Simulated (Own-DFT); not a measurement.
# Response to strain: diamond-structure GeSn with randomly placed atoms, 64 atoms (Ge52Sn12)

All numbers below are calculated, not measured. They come from Own-DFT, an in-house plane-wave density functional program, since retired, whose code no person has reviewed. Each row is one single-point run on a periodic cell that was not relaxed, without spin or spin-orbit coupling.

Settings of every run: PBE; PseudoDojo norm-conserving scalar-relativistic files; cutoff 49 hartree; 3 x 3 x 3 k mesh centred on Gamma; Fermi-Dirac smearing of 0.1 eV.

Known limits: forces on such cells moved up to 12 meV/angstrom on a denser k mesh; stress not checked against mesh or cutoff.

Unstrained cell vectors in Å: (11.628, 0.000, 0.000); (0.000, 11.628, 0.000); (0.000, 0.000, 11.628). The unstrained cell has measured lattice constants (interpolated for alloys), not those of this functional. That, the random moves and any unrelaxed bonds set the pressure at no strain. Each run strains this cell uniformly, with the atoms carried along. Every atom was also moved at random, by a Gaussian of width 0.05 Å on each axis. The random placing of the alloy's atoms differs from row to row. Strain is the symmetric tensor, in per cent. Stress is positive in tension, and the pressure is minus a third of its trace.

| run | e_xx (%) | e_yy (%) | e_zz (%) | s_xx (GPa) | s_yy (GPa) | s_zz (GPa) | P (GPa) | E (meV/atom) |
|---|---|---|---|---|---|---|---|---|
| 1 | 1.50 | 1.50 | 0.00 | -3.10 | -3.15 | -3.81 | 3.35 | 32.4 |
| 2 | 2.25 | 2.25 | 0.00 | -1.77 | -1.63 | -2.80 | 2.07 | 0.0 |
| 3 | -1.75 | -1.75 | 0.00 | -8.59 | -8.72 | -7.78 | 8.36 | 93.1 |
| 4 | -2.75 | -2.75 | 0.00 | -10.69 | -10.75 | -9.14 | 10.20 | 119.2 |
| 5 | -3.00 | -3.00 | 0.00 | -11.04 | -11.10 | -9.25 | 10.46 | 113.6 |
| 6 | 0.25 | 0.25 | 0.00 | -5.07 | -5.17 | -5.43 | 5.22 | 59.4 |
| 7 | 2.00 | 2.00 | 0.00 | -2.46 | -2.37 | -3.44 | 2.76 | 28.1 |
| 8 | -0.50 | -0.50 | 0.00 | -6.29 | -6.25 | -5.93 | 6.16 | 56.9 |
| 9 | 1.75 | 1.75 | 0.00 | ? | ? | ? | ? | ? |

E is the free energy for each atom above the lowest run shown.

## Worked fit

The change of volume is close to e_xx + e_yy + e_zz. A straight line through the runs shown gives P = 5.71 - 79 x (fractional change of volume) GPa, with an error of 2 on the slope and a scatter of 0.20 GPa. The strain isn't the same on all axes, but the crystal is cubic, so the slope still estimates the bulk modulus, averaged over pressures from 2.1 to 10.5 GPa.

## Withheld run

Question: what pressure should run 9 give? Its volume changes by 3.53 %.

The line gives 2.9 GPa. The calculation gave 3.01 GPa.
